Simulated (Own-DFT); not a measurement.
# Shaking the atoms of beta-Si3N4, 42 atoms (N24Si18)

All numbers below are calculated, not measured. The program, named Own-DFT, is a retired in-house plane-wave density functional code that no person has reviewed. Each row is one single-point run on a periodic cell that was not relaxed, without spin or spin-orbit coupling.

Settings of every run: PBE; PseudoDojo norm-conserving scalar-relativistic files; cutoff 42 hartree; 3 x 3 x 3 k mesh centred on Gamma; Fermi-Dirac smearing of 0.1 eV.

Known limits, some of them of some rows only: some atoms lie very close together; forces on such cells passed a denser k mesh, each cell not checked; stress not checked against mesh or cutoff.

Cell vectors in Å: (7.606, 0.000, 0.000); (-3.803, 6.587, 0.000); (0.000, 0.000, 8.727). In each run every atom was moved at random and independently from its ideal site; u is the rms move along one axis. E is the free energy for each atom above the fitted value at u = 0, and F the rms of the force components.

| run | u (Å) | E (meV/atom) | F (eV/Å) | largest force (eV/Å) | P (GPa) |
|---|---|---|---|---|---|
| 1 | 0.0196 | 17.6 | 0.824 | 2.52 | 5.49 |
| 2 | 0.0210 | 22.2 | 0.974 | 3.87 | 5.66 |
| 3 | 0.0491 | 114.9 | 2.039 | 7.08 | 7.70 |
| 4 | 0.0509 | 144.7 | 2.167 | 7.57 | 8.73 |
| 5 | 0.0895 | ? | ? | ? | ? |
| 6 | 0.0997 | 440.3 | 4.618 | 18.89 | 17.21 |
| 7 | 0.1021 | 531.5 | 6.076 | 34.69 | 17.94 |
| 8 | 0.1456 | 899.4 | 5.714 | 21.90 | 26.91 |

## Worked fit

For small independent moves the energy grows as E = (3/2) K u², with K the mean stiffness felt by one atom. The runs with u up to 0.11 Å give K = 32.9 ± 1.6 eV/Å², with residuals divided by u² + 0.0006 Å², since the noise grows with the moves. The scatter is 11.7 meV/atom at u = 0.05 Å. The forces follow F = G u with G = 46.8 eV/Å²; no force at u = 0 is resolved. G exceeds K because the moves of its neighbours add to the force on an atom, and stiffness differs between atoms. At u = 0.146 Å the parabola gives 1046 meV/atom and the run 899. The pressure follows P = 5.10 + 1227 u² GPa: at fixed volume, shortened bonds push harder than stretched ones pull.

## Withheld run

Question: what energy and rms force should run 5 give?

The fit gives 395 ± 38 meV/atom and about 4.19 eV/Å. The calculation gave 387.2 meV/atom and 3.758 eV/Å.
